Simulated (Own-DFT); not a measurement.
# Shaking the atoms of a stack of InAs and GaAs layers, 64 atoms (As32Ga24In8)

Calculated results; nothing here was measured. They come from Own-DFT, an in-house plane-wave density functional program, since retired, whose code no person has reviewed. Each row is one single-point run on a periodic cell that was not relaxed, without spin or spin-orbit coupling.

Settings of every run: PBE; PseudoDojo norm-conserving scalar-relativistic files; cutoff 42 hartree; 3 x 3 x 3 k mesh centred on Gamma; Fermi-Dirac smearing of 0.1 eV.

Known limits: forces on such cells passed a denser k mesh, each cell not checked; stress not checked against mesh or cutoff.

Cell vectors in Å: (11.307, 0.000, 0.000); (0.000, 11.307, 0.000); (0.000, 0.000, 11.307). In each run every atom was moved at random and independently from its ideal site; u is the rms move along one axis. E is the free energy for each atom above the fitted value at u = 0, and F the rms of the force components.

```
run   u (Å)  E (meV/atom)  F (eV/Å)  largest force (eV/Å)  P (GPa)
  1  0.0295          15.7     0.718                  3.07     9.00
  2  0.0306             ?         ?                     ?        ?
  3  0.0307          15.6     0.703                  3.17     8.99
  4  0.0579          59.4     1.119                  5.03     9.55
  5  0.0603          58.1     1.028                  5.04     9.54
  6  0.0954         147.5     1.508                  6.25    10.62
  7  0.1043         209.0     1.832                  8.55    11.60
  8  0.1075         192.0     1.798                  7.19    11.45
```

## Worked fit

For small independent moves the energy grows as E = (3/2) K u², with K the mean stiffness felt by one atom. The runs with u up to 0.11 Å give K = 11.5 ± 0.5 eV/Å², with residuals divided by u² + 0.0006 Å², since the noise grows with the moves. The scatter is 3.6 meV/atom at u = 0.05 Å. The forces follow F² = F0² + G² u², fitted to F/u, with G = 15.9 eV/Å² and F0 = 0.53 eV/Å. F0 is the force that atoms already bear on their ideal sites. G exceeds K because the moves of its neighbours add to the force on an atom, and stiffness differs between atoms. The pressure follows P = 8.74 + 237 u² GPa: at fixed volume, shortened bonds push harder than stretched ones pull.

## Withheld run

Question: what energy and rms force should run 2 give?

The fit gives 16 ± 2 meV/atom and about 0.72 eV/Å. The calculation gave 7.6 meV/atom and 0.679 eV/Å. This run lies off the fit, by chance or by something that the fit leaves out.
